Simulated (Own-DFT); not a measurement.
# One host, several defects: zincblende GaP

Source: density functional calculations with Own-DFT, an unreviewed in-house program that is no longer used. Nothing was measured or relaxed, and spin and spin-orbit coupling are left out.

Common settings: PBE; PseudoDojo norm-conserving scalar-relativistic files; cutoff 42 hartree; 3 x 3 x 3 k mesh centred on Gamma; Fermi-Dirac smearing of 0.1 eV.

Caveats (not all hold for every row): not probed for a lower state with spin; forces on such cells failed a check on a denser k mesh; forces on such cells passed a denser k mesh, each cell not checked; stress not checked against mesh or cutoff.

All runs share one cell, with vectors in Å (10.901, 0.000, 0.000); (0.000, 10.901, 0.000); (0.000, 0.000, 10.901) and a volume of 1295.4 Å³. Atoms were moved at random from their sites; u is the rms move along one axis. The defect's site can differ from row to row.

```
cell,formula,u (Å),P (GPa)
no defect,Ga32P32,0.0196,2.72
no defect,Ga32P32,0.0488,3.32
no defect,Ga32P32,0.0510,3.25
one P on a Ga site,Ga31P33,0.0313,3.00
one P on a Ga site,Ga31P33,0.0502,3.47
one P on a Ga site,Ga31P33,0.0543,3.33
two P vacancies,Ga32P30,0.0280,2.32
two P vacancies,Ga32P30,0.0486,2.47
two P vacancies,Ga32P30,0.0492,2.88
one Ga on a P site and one P on a Ga site,Ga32P32,0.0300,3.01
one Ga on a P site and one P on a Ga site,Ga32P32,0.0306,3.01
one Ga on a P site and one P on a Ga site,Ga32P32,0.0480,?
one Ga on a P site and one P on a Ga site,Ga32P32,0.0491,3.35
one As on a P site,AsGa32P31,0.0305,3.25
one As on a P site,AsGa32P31,0.0309,3.23
one As on a P site,AsGa32P31,0.0508,3.66
```

## Worked fit

P = P0 + c u² + a shift for each defect gives P0 = 2.67 GPa, c = 239 ± 36 GPa/Å² and a scatter of 0.12 GPa. The shifts, and each times the cell's volume:

- one As on a P site: 0.35 ± 0.10 GPa, 2.9 eV
- one Ga on a P site and one P on a Ga site: 0.12 ± 0.10 GPa, 0.9 eV (not resolved)
- one P on a Ga site: 0.08 ± 0.10 GPa, 0.7 eV (not resolved)
- two P vacancies: -0.56 ± 0.09 GPa, -4.5 eV (-2.3 eV for each of its 2 sites)

Positive is outwards. The product with the volume (160.2 GPa Å³ to the eV) is nearly free of the cell's size; divided by the bulk modulus at the cell's pressure it gives the volume that the defect adds. The atoms around the defects weren't relaxed, which would change these numbers.

## Check

Q: what pressure belongs in the blank (one Ga on a P site and one P on a Ga site, u = 0.0480 Å)?

The fit gives 3.34 ± 0.14 GPa. The calculation gave 3.37 GPa.
